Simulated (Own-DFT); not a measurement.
# Shaking the atoms of hexagonal WC, 64 atoms (C32W32)

Calculated results; nothing here was measured. They come from Own-DFT, an in-house plane-wave density functional program, since retired, whose code no person has reviewed. Each row is one single-point run on a periodic cell that was not relaxed, without spin or spin-orbit coupling.

Settings of every run: PBE; PseudoDojo norm-conserving scalar-relativistic files; cutoff 50 hartree; 4 x 4 x 4 k mesh centred on Gamma; cold (Marzari-Vanderbilt) smearing of 0.2 eV.

Known limits, some of them of some rows only: some atoms lie very close together; forces on such cells moved up to 12 meV/angstrom on a denser k mesh; stress not checked against mesh or cutoff.

Cell vectors in Å: (5.833, -5.052, -2.839); (0.000, -5.052, 8.518); (-5.833, -5.052, -2.839). In each run every atom was moved at random and independently from its ideal site; u is the rms move along one axis. E is the free energy for each atom above the fitted value at u = 0, and F the rms of the force components.

| run | u (Å) | E (meV/atom) | F (eV/Å) | largest force (eV/Å) | P (GPa) |
|---|---|---|---|---|---|
| 1 | 0.0174 | 11.7 | 0.506 | 2.02 | 3.19 |
| 2 | 0.0194 | 12.9 | 0.502 | 1.83 | 3.23 |
| 3 | 0.0461 | ? | ? | ? | ? |
| 4 | 0.0512 | 99.9 | 1.435 | 6.28 | 6.82 |
| 5 | 0.0519 | 100.4 | 1.437 | 5.23 | 6.73 |
| 6 | 0.0935 | 314.7 | 2.644 | 12.64 | 14.54 |
| 7 | 0.0972 | 326.2 | 2.561 | 11.27 | 15.33 |
| 8 | 0.1038 | 415.2 | 3.142 | 13.34 | 18.90 |
| 9 | 0.1517 | 895.9 | 4.865 | 18.42 | 37.16 |

## Worked fit

For small independent moves the energy grows as E = (3/2) K u², with K the mean stiffness felt by one atom. The runs with u up to 0.11 Å give K = 24.5 ± 0.5 eV/Å², with residuals divided by u² + 0.0006 Å², since the noise grows with the moves. The scatter is 4.5 meV/atom at u = 0.05 Å. The forces follow F = G u with G = 28.0 eV/Å²; no force at u = 0 is resolved. G exceeds K because the moves of its neighbours add to the force on an atom, and stiffness differs between atoms. At u = 0.152 Å the parabola gives 846 meV/atom and the run 896. The pressure follows P = 2.82 + 1403 u² GPa: at fixed volume, shortened bonds push harder than stretched ones pull.

## Withheld run

Question: what energy and rms force should run 3 give?

The fit gives 78 ± 4 meV/atom and about 1.29 eV/Å. The calculation gave 86.4 meV/atom and 1.407 eV/Å.
